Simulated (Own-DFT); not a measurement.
# Response to strain: grey tin, 32 atoms (Sn32)

Calculated results; nothing here was measured. The program, named Own-DFT, is a retired in-house plane-wave density functional code that no person has reviewed. Each row is one single-point run on a periodic cell that was not relaxed, without spin or spin-orbit coupling.

Settings of every run: PBE; PseudoDojo norm-conserving scalar-relativistic files; cutoff 42 hartree; 3 x 3 x 5 k mesh centred on Gamma; cold (Marzari-Vanderbilt) smearing of 0.2 eV.

Known limits: forces on such cells failed a check on a denser k mesh; stress not checked against mesh or cutoff.

Unstrained cell vectors in Å: (12.978, 0.000, 0.000); (0.000, 12.978, 0.000); (0.000, 0.000, 6.489). The unstrained cell has measured lattice constants (interpolated for alloys), not those of this functional. That, the random moves and any unrelaxed bonds set the pressure at no strain. Each run strains this cell uniformly, with the atoms carried along. Every atom was also moved at random, by a Gaussian of width 0.05 Å on each axis. Strain is the symmetric tensor, in per cent. Stress is positive in tension, and the pressure is minus a third of its trace.

| run | e_xx (%) | e_yy (%) | e_zz (%) | s_xx (GPa) | s_yy (GPa) | s_zz (GPa) | P (GPa) | E (meV/atom) |
|---|---|---|---|---|---|---|---|---|
| 1 | 1.75 | 1.75 | 0.00 | -1.89 | -1.95 | -2.27 | 2.04 | 16.0 |
| 2 | 2.50 | 2.50 | 0.00 | -1.12 | -1.12 | -1.67 | 1.30 | 0.0 |
| 3 | -0.50 | -0.50 | 0.00 | -4.28 | -4.14 | -4.00 | 4.14 | 33.9 |
| 4 | -2.50 | -2.50 | 0.00 | -6.93 | -6.89 | -6.16 | 6.66 | 87.2 |
| 5 | -1.00 | -1.00 | 0.00 | -4.90 | -4.90 | -4.60 | 4.80 | 48.7 |
| 6 | 0.25 | 0.25 | 0.00 | -3.36 | -3.30 | -3.41 | 3.36 | 20.5 |
| 7 | 2.25 | 2.25 | 0.00 | -1.35 | -1.39 | -1.91 | 1.55 | 4.2 |
| 8 | -1.50 | -1.50 | 0.00 | -5.49 | -5.37 | -5.01 | 5.29 | 52.7 |
| 9 | -2.00 | -2.00 | 0.00 | ? | ? | ? | ? | ? |

E is the free energy for each atom above the lowest run shown.

## Worked fit

The change of volume is close to e_xx + e_yy + e_zz. A straight line through the runs shown gives P = 3.82 - 52 x (fractional change of volume) GPa, with an error of 2 on the slope and a scatter of 0.18 GPa. The strain isn't the same on all axes, but the crystal is cubic, so the slope still estimates the bulk modulus, averaged over pressures from 1.3 to 6.7 GPa.

## Withheld run

Question: what pressure should run 9 give? Its volume changes by -3.96 %.

The line gives 5.9 GPa. The calculation gave 5.81 GPa.
